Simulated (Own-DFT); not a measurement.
## Calculated data, Hf₃₂O₆₃ (monoclinic hafnia with one vacancy, atoms displaced)

Computed with Own-DFT development build. A calculation, not a measurement: plane-wave density functional theory by an unreviewed code, no spin, of a simulated periodic cell, stress positive in tension, run twice, with PBE and with PBEsol, both on files made for PBE, so the change isn't that of files made for PBEsol, defect cell not probed for a lower state with spin; hafnium file: forces about 75 meV/angstrom off all-electron values; oxygen file: force components 24 meV/angstrom off all-electron in one glass; forces on such cells passed a denser k mesh, this cell's mesh not checked; the far tail of each file's local potential was reset to the Coulomb form; each entry is a single point on an unrelaxed cell, so the pressure reflects the starting lattice, mostly measured values (interpolated for alloys), from which strain is counted, and rises with the displacements; printed positions are rounded, which can move forces by about a meV/angstrom; the program, named Own-DFT, is a retired in-house code; no spin-orbit coupling; stress was not checked against mesh or cutoff.

```json
{"formula": "Hf32O63", "kind": "monoclinic hafnia with one vacancy, atoms displaced", "structure": {"cell_angstrom": [[10.234, 0.0, 0.0], [0.0, 10.35, 0.0], [-1.6955, 0.0, 10.4453]], "atoms_fractional": [["Hf", 0.12996, 0.01584, 0.10364], ["Hf", 0.34954, 0.26827, 0.14774], ["Hf", 0.35504, 0.48278, 0.39041], ["Hf", 0.13663, 0.23211, 0.35017], ["O", 0.03568, 0.16438, 0.18156], ["O", 0.47503, 0.42402, 0.08102], ["O", 0.46862, 0.32998, 0.34783], ["O", 0.03817, 0.09186, 0.44267], ["O", 0.22467, 0.37346, 0.25653], ["O", 0.27944, 0.1227, 0.0059], ["O", 0.28158, 0.12197, 0.27457], ["O", 0.22355, 0.36788, 0.4871], ["Hf", 0.14587, 0.01211, 0.59952], ["Hf", 0.35961, 0.27384, 0.64676], ["Hf", 0.34441, 0.46493, 0.89052], ["Hf", 0.12909, 0.23421, 0.84733], ["O", 0.04895, 0.17021, 0.68188], ["O", 0.46178, 0.40777, 0.58659], ["O", 0.46501, 0.34914, 0.82183], ["O", 0.04298, 0.08709, 0.93348], ["O", 0.21759, 0.38585, 0.73994], ["O", 0.27021, 0.12529, 0.52399], ["O", 0.27336, 0.12075, 0.74864], ["O", 0.21936, 0.36604, 0.98015], ["Hf", 0.14072, 0.53147, 0.10592], ["Hf", 0.36127, 0.75896, 0.14868], ["Hf", 0.3556, 0.98131, 0.39367], ["Hf", 0.13499, 0.71994, 0.34615], ["O", 0.00986, 0.66683, 0.17858], ["O", 0.46165, 0.91316, 0.0861], ["O", 0.45099, 0.83443, 0.3205], ["O", 0.04893, 0.58087, 0.42267], ["O", 0.23596, 0.87326, 0.24189], ["O", 0.27347, 0.62611, 0.00585], ["O", 0.28157, 0.61932, 0.26354], ["O", 0.23202, 0.87579, 0.49396], ["Hf", 0.1292, 0.52095, 0.60379], ["Hf", 0.34494, 0.75176, 0.64121], ["Hf", 0.36258, 0.98741, 0.88441], ["Hf", 0.15023, 0.74037, 0.87257], ["O", 0.04099, 0.65228, 0.68697], ["O", 0.46561, 0.84637, 0.82632], ["O", 0.0382, 0.58055, 0.91164], ["O", 0.20754, 0.87139, 0.73313], ["O", 0.28129, 0.63282, 0.51659], ["O", 0.27677, 0.63142, 0.76229], ["O", 0.22933, 0.87443, 0.99102], ["Hf", 0.64687, 0.01836, 0.1066], ["Hf", 0.86374, 0.26364, 0.1508], ["Hf", 0.8585, 0.46324, 0.39617], ["Hf", 0.63253, 0.21813, 0.35282], ["O", 0.53872, 0.16136, 0.17488], ["O", 0.94674, 0.41122, 0.08001], ["O", 0.9538, 0.32993, 0.32632], ["O", 0.53842, 0.07535, 0.40364], ["O", 0.71557, 0.38298, 0.23036], ["O", 0.7757, 0.12494, 0.00707], ["O", 0.76904, 0.12732, 0.25304], ["O", 0.73099, 0.38783, 0.49039], ["Hf", 0.64101, 0.01769, 0.61747], ["Hf", 0.85017, 0.27232, 0.65171], ["Hf", 0.85927, 0.46253, 0.8942], ["Hf", 0.6348, 0.22964, 0.84812], ["O", 0.54249, 0.1398, 0.66803], ["O", 0.96504, 0.40606, 0.58285], ["O", 0.97795, 0.35094, 0.83334], ["O", 0.54286, 0.08957, 0.91872], ["O", 0.71974, 0.37973, 0.72894], ["O", 0.77138, 0.12468, 0.51152], ["O", 0.79735, 0.11721, 0.76799], ["O", 0.71919, 0.36826, 0.97967], ["Hf", 0.63145, 0.51307, 0.09781], ["Hf", 0.85669, 0.78878, 0.1456], ["Hf", 0.86021, 0.98822, 0.40156], ["Hf", 0.63348, 0.73096, 0.36282], ["O", 0.53837, 0.66762, 0.16818], ["O", 0.96878, 0.91239, 0.08075], ["O", 0.95726, 0.83661, 0.33362], ["O", 0.52885, 0.57776, 0.42307], ["O", 0.72795, 0.8825, 0.24554], ["O", 0.77843, 0.63651, 0.00421], ["O", 0.78349, 0.61167, 0.26801], ["O", 0.72352, 0.87819, 0.48796], ["Hf", 0.65036, 0.51929, 0.60433], ["Hf", 0.86945, 0.78357, 0.64305], ["Hf", 0.85214, 0.99812, 0.88083], ["Hf", 0.63799, 0.72698, 0.84786], ["O", 0.53894, 0.67142, 0.66862], ["O", 0.95102, 0.91275, 0.58928], ["O", 0.96682, 0.84102, 0.82745], ["O", 0.55298, 0.58236, 0.92389], ["O", 0.73513, 0.88314, 0.7469], ["O", 0.78073, 0.63145, 0.51004], ["O", 0.78286, 0.6308, 0.75743], ["O", 0.7364, 0.85382, 0.00543]]}, "settings": {"functional": "PBE, then PBEsol", "potential_files": "PseudoDojo norm-conserving, scalar-relativistic, standard set", "wave_cutoff [hartree]": 72.0, "occupations": "Fermi-Dirac", "smearing_width [eV]": 0.1, "k_mesh": "2 x 2 x 2 centred on Gamma"}, "results": {"PBE_pressure [GPa]": 9.64, "PBE_stress_xx [GPa]": -8.34, "PBE_stress_yy [GPa]": -10.44, "PBE_stress_zz [GPa]": -10.14, "PBE_stress_yz [GPa]": 1.27, "PBE_stress_xz [GPa]": 0.52, "PBE_stress_xy [GPa]": -0.83, "PBEsol_pressure [GPa]": 3.22, "PBEsol_stress_xx [GPa]": -1.99, "PBEsol_stress_yy [GPa]": -4.01, "PBEsol_stress_zz [GPa]": -3.67, "PBEsol_stress_yz [GPa]": 1.25, "PBEsol_stress_xz [GPa]": 0.77, "PBEsol_stress_xy [GPa]": -0.86, "force_element": ["Hf", "Hf", "Hf", "Hf", "O", "O", "O", "O", "O", "O", "O", "O", "Hf", "Hf", "Hf", "Hf", "O", "O", "O", "O", "O", "O", "O", "O", "Hf", "Hf", "Hf", "Hf", "O", "O", "O", "O", "O", "O", "O", "O", "Hf", "Hf", "Hf", "Hf", "O", "O", "O", "O", "O", "O", "O", "Hf", "Hf", "Hf", "Hf", "O", "O", "O", "O", "O", "O", "O", "O", "Hf", "Hf", "Hf", "Hf", "O", "O", "O", "O", "O", "O", "O", "O", "Hf", "Hf", "Hf", "Hf", "O", "O", "O", "O", "O", "O", "O", "O", "Hf", "Hf", "Hf", "Hf", "O", "O", "O", "O", "O", "O", "O", "O"], "PBE_force_x [eV/angstrom]": [1.512, 3.136, 2.069, -0.5, 0.341, -6.125, -0.79, -1.44, 0.014, 0.071, -0.777, -0.124, -1.396, -1.132, 2.67, 1.455, -2.802, 1.493, 1.099, -1.37, 0.725, 2.048, 0.921, 0.023, -3.738, 2.967, 2.208, -1.828, 4.82, 1.258, 2.235, -1.236, -2.818, 0.337, -1.413, -0.436, -0.261, 3.243, 0.09, -3.34, -0.98, 0.322, 0.204, 1.044, -0.885, 0.509, -0.094, -2.824, -1.893, -0.059, -0.326, -1.765, 2.772, 2.137, -1.476, 0.963, 0.427, 1.314, -1.911, 2.769, 3.693, -1.379, -0.764, -4.336, 0.107, -0.442, -0.961, 0.221, 0.23, -2.305, -0.437, 4.707, -0.647, 0.197, 0.843, -0.387, 1.431, 1.777, 0.668, -1.171, 0.632, -1.105, -0.53, -1.946, -3.601, 4.153, 0.848, -0.751, 5.847, 0.594, -2.742, -1.469, -0.594, -0.894, -2.949], "PBE_force_y [eV/angstrom]": [-0.605, -1.152, -2.279, -0.971, -0.528, -3.789, 0.109, -0.256, 1.318, 1.604, 1.25, 0.276, 1.03, -0.553, 4.115, -2.884, -0.178, 1.39, -2.465, 0.356, -0.864, 0.91, -0.223, 0.657, -0.851, 3.201, -0.962, 3.015, -2.351, 0.962, -1.049, -1.221, 0.546, -0.692, -0.15, -1.329, 0.195, 4.111, -0.906, -1.273, 1.413, -0.633, -0.282, 0.146, -2.95, -1.853, 0.54, -1.4, 1.265, 5.126, 2.401, 1.158, 1.192, -1.641, -1.668, -2.342, 0.459, -1.372, -3.355, -5.428, -0.533, 6.837, 0.827, 6.031, 0.004, -2.352, -0.536, -1.48, 1.816, 6.764, -1.435, 4.324, -5.122, -1.483, -0.926, 0.234, 1.74, 0.463, 0.786, 0.976, -1.474, 0.876, -0.584, 3.496, -8.151, -8.657, -0.526, -0.161, 7.111, 0.36, -0.549, 0.577, 0.263, -2.19, 4.384], "PBE_force_z [eV/angstrom]": [0.099, 0.129, 3.39, 3.159, -0.519, -0.656, -1.69, -2.021, -3.442, 1.304, -1.989, 0.713, 2.094, -1.307, 0.554, 0.773, -1.493, -0.727, -0.028, -1.067, -0.342, -2.111, 2.007, 3.082, -1.914, -1.112, 0.627, 0.448, -0.145, -1.065, 2.035, 0.102, -0.631, 1.518, -1.35, -0.637, 0.56, 3.133, 1.724, -4.076, -1.334, -0.596, 2.888, 0.812, -3.289, 1.181, 0.65, -0.309, -1.125, -1.812, -0.632, -0.846, -0.244, 0.006, 2.03, 1.392, 0.027, 1.298, 0.604, -4.995, -2.587, 1.974, 1.619, 2.425, -0.254, -1.948, 0.073, 1.894, 1.062, -5.274, -0.492, 1.197, 1.776, -0.665, -1.473, 1.163, -0.428, 1.108, 0.105, 0.299, 0.372, 0.219, 0.073, -0.726, 3.589, 7.82, 1.687, -0.603, -3.425, 0.628, -1.818, -0.741, 0.185, 0.079, -3.752], "PBEsol_force_x [eV/angstrom]": [1.437, 3.043, 2.011, -0.463, 0.336, -5.957, -0.778, -1.387, 0.077, 0.019, -0.79, -0.051, -1.317, -1.159, 2.566, 1.413, -2.705, 1.424, 1.041, -1.322, 0.767, 1.932, 0.847, 0.093, -3.623, 2.898, 2.07, -1.817, 4.739, 1.219, 2.156, -1.162, -2.661, 0.246, -1.434, -0.351, -0.282, 3.022, 0.074, -3.244, -0.915, 0.291, 0.235, 1.071, -0.905, 0.446, -0.055, -2.744, -1.848, -0.107, -0.344, -1.685, 2.659, 2.074, -1.463, 1.017, 0.358, 1.208, -1.798, 2.949, 3.596, -1.349, -0.728, -4.19, 0.091, -0.434, -0.922, 0.29, 0.16, -2.315, -0.372, 4.583, -0.62, 0.164, 0.85, -0.406, 1.402, 1.703, 0.655, -1.072, 0.539, -1.133, -0.448, -1.844, -3.57, 4.054, 0.855, -0.741, 5.709, 0.562, -2.609, -1.363, -0.679, -0.965, -2.827], "PBEsol_force_y [eV/angstrom]": [-0.56, -1.116, -2.298, -0.971, -0.487, -3.677, 0.109, -0.29, 1.256, 1.559, 1.209, 0.267, 1.094, -0.455, 3.955, -2.852, -0.145, 1.334, -2.427, 0.324, -0.846, 0.87, -0.233, 0.665, -0.766, 3.196, -0.928, 2.87, -2.257, 0.929, -1.018, -1.18, 0.53, -0.669, -0.134, -1.265, 0.232, 3.882, -0.909, -1.297, 1.379, -0.618, -0.277, 0.12, -2.867, -1.763, 0.514, -1.308, 1.291, 4.969, 2.28, 1.123, 1.141, -1.611, -1.619, -2.289, 0.421, -1.344, -3.234, -5.157, -0.449, 6.641, 0.769, 5.874, 0.024, -2.313, -0.524, -1.444, 1.731, 6.624, -1.393, 4.254, -4.974, -1.519, -0.972, 0.239, 1.717, 0.455, 0.768, 0.971, -1.41, 0.834, -0.552, 3.445, -7.948, -8.512, -0.615, -0.155, 6.968, 0.347, -0.523, 0.601, 0.245, -2.135, 4.279], "PBEsol_force_z [eV/angstrom]": [0.029, 0.149, 3.317, 3.052, -0.456, -0.697, -1.697, -1.925, -3.315, 1.277, -1.908, 0.682, 2.036, -1.271, 0.541, 0.728, -1.386, -0.732, -0.068, -1.005, -0.312, -2.049, 1.934, 2.963, -1.919, -1.055, 0.412, 0.385, -0.07, -1.063, 1.941, 0.15, -0.589, 1.489, -1.309, -0.586, 0.539, 3.151, 1.72, -4.023, -1.286, -0.596, 2.871, 0.783, -3.196, 1.105, 0.619, -0.286, -1.064, -1.772, -0.698, -0.734, -0.305, -0.049, 2.015, 1.356, 0.014, 1.257, 0.626, -4.85, -2.517, 1.97, 1.612, 2.404, -0.275, -1.931, 0.083, 1.837, 1.047, -5.199, -0.508, 1.145, 1.744, -0.625, -1.469, 1.192, -0.424, 1.021, 0.148, 0.27, 0.343, 0.246, 0.072, -0.733, 3.573, 7.691, 1.659, -0.526, -3.405, 0.538, -1.721, -0.752, 0.185, 0.068, -3.634], "rms_change_of_force_components_from_PBE_to_PBEsol [eV/angstrom]": 0.074}}
```
